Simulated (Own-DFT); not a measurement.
# How strain changes the stress of wurtzite AlN, 72 atoms (Al36N36)

These are calculations, not measurements. The program, named Own-DFT, is a retired in-house plane-wave density functional code that no person has reviewed. Each row is one single-point run on a periodic cell that was not relaxed, without spin or spin-orbit coupling.

Settings of every run: PBE; PseudoDojo norm-conserving scalar-relativistic files; cutoff 42 hartree; 4 x 4 x 3 k mesh centred on Gamma; Gaussian smearing of 0.01 eV.

Known limits: k mesh not checked against a denser one; stress not checked against mesh or cutoff.

Unstrained cell vectors in Å: (9.336, 0.000, 0.000); (-4.668, 8.085, 0.000); (0.000, 0.000, 9.964). The unstrained cell has measured lattice constants (interpolated for alloys), not those of this functional. That, the random moves and any unrelaxed bonds set the pressure at no strain. Each run strains this cell uniformly, with the atoms carried along. Every atom was also moved at random, by a Gaussian of width 0.05 Å on each axis. Strain is the symmetric tensor, in per cent. Stress is positive in tension, and the pressure is minus a third of its trace.

```
run,e_xx (%),e_yy (%),e_zz (%),s_xx (GPa),s_yy (GPa),s_zz (GPa),P (GPa),E (meV/atom)
1,1.25,1.25,0.00,2.06,-0.02,-3.63,0.53,14.8
2,-0.25,-0.25,0.00,-7.85,-6.71,-4.26,6.27,0.0
3,-2.75,-2.75,0.00,-24.88,-22.39,-10.14,19.13,65.9
4,-0.75,-0.75,0.00,-9.19,-13.56,-5.49,9.41,29.7
5,-2.25,-2.25,0.00,-21.12,-17.08,-11.31,16.50,47.1
6,-1.25,-1.25,0.00,-14.56,-12.79,-8.21,11.86,41.1
7,-0.50,-0.50,0.00,-7.77,-9.39,-5.88,7.68,14.4
8,0.75,0.75,0.00,-0.56,-1.92,-6.72,3.07,28.5
9,-2.50,-2.50,0.00,?,?,?,?,?
```

E is the free energy for each atom above the lowest run shown.

## Worked fit

The change of volume is close to e_xx + e_yy + e_zz. A straight line through the runs shown gives P = 6.00 - 234 x (fractional change of volume) GPa, with an error of 8 on the slope and a scatter of 0.57 GPa. The strain isn't the same on all axes and the cell isn't cubic, so the slope belongs to this path and is not the bulk modulus.

## Withheld run

Question: what pressure should run 9 give? Its volume changes by -4.94 %.

The line gives 17.5 GPa. The calculation gave 17.63 GPa.
